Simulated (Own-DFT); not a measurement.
# Composition and what it changes: diamond-structure SiGe

These are calculations, not measurements. They come from Own-DFT, an in-house plane-wave density functional program, since retired, whose code no person has reviewed. Each row is one single-point run on a periodic cell that was not relaxed, without spin or spin-orbit coupling.

Settings of every run: PBE; PseudoDojo norm-conserving scalar-relativistic files; cutoff 42 hartree; 5 x 5 x 5 k mesh centred on Gamma; Fermi-Dirac smearing of 0.1 eV.

Known limits, some of them of some rows only: forces on such cells failed a check on a denser k mesh; forces on such cells moved up to 12 meV/angstrom on a denser k mesh; forces on such cells passed a denser k mesh, each cell not checked; stress not checked against mesh or cutoff.

Each cell has 16 atoms, with Ge and Si placed at random on their shared sites; x is the share of Ge. Lattice constants follow the straight line between measured values of the end members, and atoms start on the ideal sites of that lattice. Every atom was also moved at random, by a Gaussian of width 0.03 Å on each axis. u is the rms move along one axis. dE is the free energy for each Ge or Si site above the straight-line part, a + b x, of the fit below.

```
x,cell,u (Å),volume (Å³/atom),P (GPa),dE (meV/site)
0.125,Ge2Si14,0.0252,20.340,2.18,6.6
0.125,Ge2Si14,0.0259,20.340,2.17,9.8
0.125,Ge2Si14,0.0332,20.340,2.24,16.8
0.125,Ge2Si14,0.0340,20.340,2.25,14.6
0.250,Ge4Si12,0.0329,20.659,2.21,11.6
0.250,Ge4Si12,0.0277,20.659,2.45,22.0
0.250,Ge4Si12,0.0330,20.659,2.42,27.4
0.250,Ge4Si12,0.0256,20.659,2.25,11.2
0.500,Ge8Si8,0.0274,21.306,2.83,22.3
0.500,Ge8Si8,0.0290,21.306,2.67,19.8
0.500,Ge8Si8,0.0340,21.306,2.88,35.9
0.500,Ge8Si8,0.0332,21.306,2.84,32.9
0.750,Ge12Si4,0.0258,21.966,?,?
0.875,Ge14Si2,0.0335,22.302,3.71,16.3
0.875,Ge14Si2,0.0294,22.302,3.71,16.5
0.875,Ge14Si2,0.0326,22.302,3.53,6.0
0.875,Ge14Si2,0.0329,22.302,3.65,15.1
```

## Worked fit

Fit E = a + b x + W x (1 - x) + k (u² - 0.03²) to the rows shown. It gives W = 104 ± 24 meV/site and k = 18 ± 8 eV/Å², with a scatter of 5.5 meV/site. Part of W is bond strain that relaxing the atoms would remove. The pressures follow P = 2.06 + 0.97 x + 0.97 x² GPa, with a scatter of 0.09.

## Withheld member

Question: what pressure and dE should the cell at x = 0.750 give?

The fits give 3.3 GPa and 15 meV/site. The calculation gave 3.35 GPa and 23.3 meV/site.
